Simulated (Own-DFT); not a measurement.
# From a pressure shift to a lattice shift: C11b WSi2, 30 atoms (Si20W10)

No measurement is shown. These are fixed-geometry runs of a retired plane-wave code named Own-DFT, which no person has reviewed; spin and spin-orbit coupling are neglected.

Caveats: forces on such cells failed a check on a denser k mesh; stress not checked against mesh or cutoff.

Each geometry was run with PBE and with PBEsol, otherwise alike: PseudoDojo norm-conserving scalar-relativistic files made for PBE; cutoff 50 hartree; 5 x 5 x 5 k mesh centred on Gamma; cold (Marzari-Vanderbilt) smearing of 0.2 eV. Unstrained cell vectors in Å: (-2.149, -5.953, 3.409); (-6.444, 2.976, 1.136); (-2.553, -2.948, -6.757). Each has a uniform strain, of which the change of volume is shown, and random moves of rms u per axis.

```
run,volume change (%),u (Å),P with PBE (GPa),P with PBEsol (GPa)
1,-2.14,0.0445,11.13,6.92
2,0.38,0.0513,5.93,1.87
3,-3.61,0.0481,16.08,11.79
4,3.24,0.0440,-0.80,-4.73
5,0.70,0.0522,5.17,1.10
6,1.40,0.0554,3.49,-0.54
7,1.21,0.0533,3.37,-0.65
8,0.63,0.0449,5.34,1.28
9,2.41,0.0517,0.87,-3.11
10,1.61,0.0508,2.94,-1.08
11,3.17,0.0491,-0.18,?
```

The question: by how much does PBEsol shrink this cell, and what belongs in the blank?

## Working it out

Write v for the change of volume as a fraction. Fitted to v and u², the PBE pressure has a slope of -241 ± 7 GPa in v, with the ions held to the strained lattice. The difference PBEsol less PBE is -4.10 + 5.2 v GPa (slope ± 0.2) and averages -4.06 GPa. Divided by the mean slope of the two, 239 GPa, that makes PBEsol's volume at a given pressure, near 3 GPa, about 1.7 % smaller, or 0.57 % in lengths. At one volume PBEsol's slope is the smaller by 5 GPa, but its pressure there is lower too. If stiffness rises by about 4 GPa for each GPa, PBEsol at equal pressure is stiffer by about 11 GPa. Files made for PBEsol would give a different shift.

For run 11 the line gives -4.12 GPa. DFT gave -4.14 GPa.
